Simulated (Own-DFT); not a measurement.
# Misfit strain and the stress it brings: diamond-structure GeSn with randomly placed atoms, 64 atoms (Ge60Sn4)

Calculated, not measured: single-point runs of Own-DFT, a retired in-house plane-wave DFT program that no person has reviewed, on unrelaxed cells, without spin or spin-orbit coupling.

Settings: PBE; PseudoDojo norm-conserving scalar-relativistic files; cutoff 49 hartree; 3 x 3 x 3 k mesh centred on Gamma; Fermi-Dirac smearing of 0.1 eV.

Caveats: forces on such cells moved up to 12 meV/angstrom on a denser k mesh; stress not checked against mesh or cutoff.

Unstrained cell vectors in Å: (11.420, 0.000, 0.000); (0.000, 11.420, 0.000); (0.000, 0.000, 11.420). The unstrained cell has measured lattice constants (interpolated for alloys), not those of this functional. That, the random moves and any unrelaxed bonds set the pressure at no strain. Each run strains x and y alike by e, as a substrate would, and holds the height along z. Each coordinate of each atom was shifted by a normal deviate of width 0.05 Å. The random placing of the alloy's atoms differs from row to row. Stress is positive in tension.

```
e (%),u (Å),(s_xx + s_yy)/2 (GPa),s_zz (GPa)
-2.50,0.049,-9.72,-7.92
-2.00,0.049,-8.50,-7.25
-1.75,0.049,?,?
-1.25,0.050,-7.03,-6.40
-0.75,0.050,-6.31,-5.98
-0.50,0.052,-5.77,-5.48
-0.25,0.048,-5.53,-5.27
1.25,0.050,-2.65,-3.36
1.75,0.048,-2.04,-3.00
2.50,0.051,-1.14,-2.54
```

## Worked fit

With e as a fraction, the in-plane stress is -4.9 + 172 e - 740 e² GPa (errors 3 and 222, scatter 0.15), and s_zz is -4.9 + 112 e - 392 e² GPa (slope ± 3, scatter 0.15). At e = 0 the first slope is C11 + C12 and the second 2 C12, both with the ions held to the strained lattice and at the cell's own pressure. The term in e² is negative: the layer stiffens under compression and softens under tension. A free layer would change its height as e changes, and the in-plane slope would drop by 2 C12²/C11 to the biaxial modulus. At fixed height, a misfit of 1 % moves the in-plane stress by about 1.7 GPa and s_zz by 1.1 GPa.

## Check

Question: what are the two stresses at e = -1.75 %?

The fitted form gives -8.1 and -7.0 GPa. The run itself gave -8.12 and -7.20 GPa.
